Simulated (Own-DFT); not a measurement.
# How strain changes the stress of wurtzite AlN, 72 atoms (Al36N36)

These are calculations, not measurements. They come from Own-DFT, an in-house plane-wave density functional program, since retired, whose code no person has reviewed. Each row is one single-point run on a periodic cell that was not relaxed, without spin or spin-orbit coupling.

Settings of every run: PBE; PseudoDojo norm-conserving scalar-relativistic files; cutoff 42 hartree; 4 x 4 x 3 k mesh centred on Gamma; Gaussian smearing of 0.01 eV.

Known limits: k mesh not checked against a denser one; stress not checked against mesh or cutoff.

Unstrained cell vectors in Å: (9.336, 0.000, 0.000); (-4.668, 8.085, 0.000); (0.000, 0.000, 9.964). The unstrained cell has measured lattice constants (interpolated for alloys), not those of this functional. That, the random moves and any unrelaxed bonds set the pressure at no strain. Each run strains this cell uniformly, with the atoms carried along. Every atom was also moved at random, by a Gaussian of width 0.05 Å on each axis. Strain is the symmetric tensor, in per cent. Stress is positive in tension, and the pressure is minus a third of its trace.

```
run  e_xx (%)  e_yy (%)  e_zz (%)  s_xx (GPa)  s_yy (GPa)  s_zz (GPa)  P (GPa)  E (meV/atom)
  1     -1.50     -1.50      0.00      -14.53      -14.53       -7.31    12.12          30.7
  2      0.75      0.75      0.00       -0.22       -1.72       -5.73     2.56           7.0
  3      2.25      2.25      0.00        5.88        7.80       -4.08    -3.20           8.0
  4     -0.25     -0.25      0.00       -6.60       -6.00       -7.07     6.56           5.8
  5     -1.25     -1.25      0.00      -11.25      -15.17       -6.52    10.98          10.7
  6      1.75      1.75      0.00        2.89        2.97       -0.89    -1.66           0.0
  7      1.50      1.50      0.00        2.32        2.53       -4.62    -0.07          16.8
  8     -2.25     -2.25      0.00      -21.00      -19.23       -9.68    16.63          41.3
  9      2.00      2.00      0.00           ?           ?           ?        ?             ?
```

E is the free energy for each atom above the lowest run shown.

## Worked fit

The change of volume is close to e_xx + e_yy + e_zz. A straight line through the runs shown gives P = 6.08 - 214 x (fractional change of volume) GPa, with an error of 7 on the slope and a scatter of 0.60 GPa. The strain isn't the same on all axes and the cell isn't cubic, so the slope belongs to this path and is not the bulk modulus.

## Withheld run

Question: what pressure should run 9 give? Its volume changes by 4.04 %.

The line gives -2.6 GPa. The calculation gave -2.13 GPa.
